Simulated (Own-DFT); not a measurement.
# Which defects push the lattice out? D0_22 TiAl3

Source: density functional calculations with Own-DFT, an unreviewed in-house program that is no longer used. Nothing was measured or relaxed, and spin and spin-orbit coupling are left out.

All runs used: PBE; PseudoDojo norm-conserving scalar-relativistic files; cutoff 42 hartree; 4 x 4 x 4 k mesh centred on Gamma; cold (Marzari-Vanderbilt) smearing of 0.2 eV.

Known weak points: forces on such cells failed a check on a denser k mesh; stress not checked against mesh or cutoff.

All runs share one cell, with vectors in Å (-2.365, -6.981, 4.326); (-7.667, 3.491, 1.442); (-2.950, -3.488, -7.241) and a volume of 625.4 Å³. u is the rms random offset of the atoms per axis. The defect's site can differ from row to row.

```
                     cell   formula   u (Å)  P (GPa)
                no defect  Al30Ti10  0.0172     1.94
                no defect  Al30Ti10  0.0189     1.96
                no defect  Al30Ti10  0.0511     2.61
 two Al on a Ti site each   Al32Ti8  0.0293        ?
 two Al on a Ti site each   Al32Ti8  0.0294     2.91
 two Al on a Ti site each   Al32Ti8  0.0487     3.34
 two Al on a Ti site each   Al32Ti8  0.0595     3.65
         two Al vacancies  Al28Ti10  0.0278     1.20
         two Al vacancies  Al28Ti10  0.0447     1.54
         two Al vacancies  Al28Ti10  0.0566     1.83
two Ti on an Al site each  Al28Ti12  0.0290     3.14
two Ti on an Al site each  Al28Ti12  0.0515     3.84
two Ti on an Al site each  Al28Ti12  0.0516     3.94
```

## Fit

P = P0 + c u² + a shift for each defect gives P0 = 1.84 GPa, c = 300 ± 21 GPa/Å² and a scatter of 0.07 GPa. The shifts, and each times the cell's volume:

- two Ti on an Al site each: 1.18 ± 0.06 GPa, 4.6 eV (2.3 eV for each of its 2 sites)
- two Al on a Ti site each: 0.78 ± 0.07 GPa, 3.0 eV (1.5 eV for each of its 2 sites)
- two Al vacancies: -0.92 ± 0.06 GPa, -3.6 eV (-1.8 eV for each of its 2 sites)

A positive shift means that the defect pushes the cell outwards. Shift times volume (160.2 GPa Å³ is 1 eV) depends little on the cell's size, so, taken for each site, it can be compared between cells at like pressure. The atoms around the defects weren't relaxed, which would change these numbers.

## Prediction

Question: what pressure belongs in the blank (two Al on a Ti site each, u = 0.0293 Å)?

The fitted form gives 2.88 ± 0.09 GPa. The calculation gave 2.86 GPa.
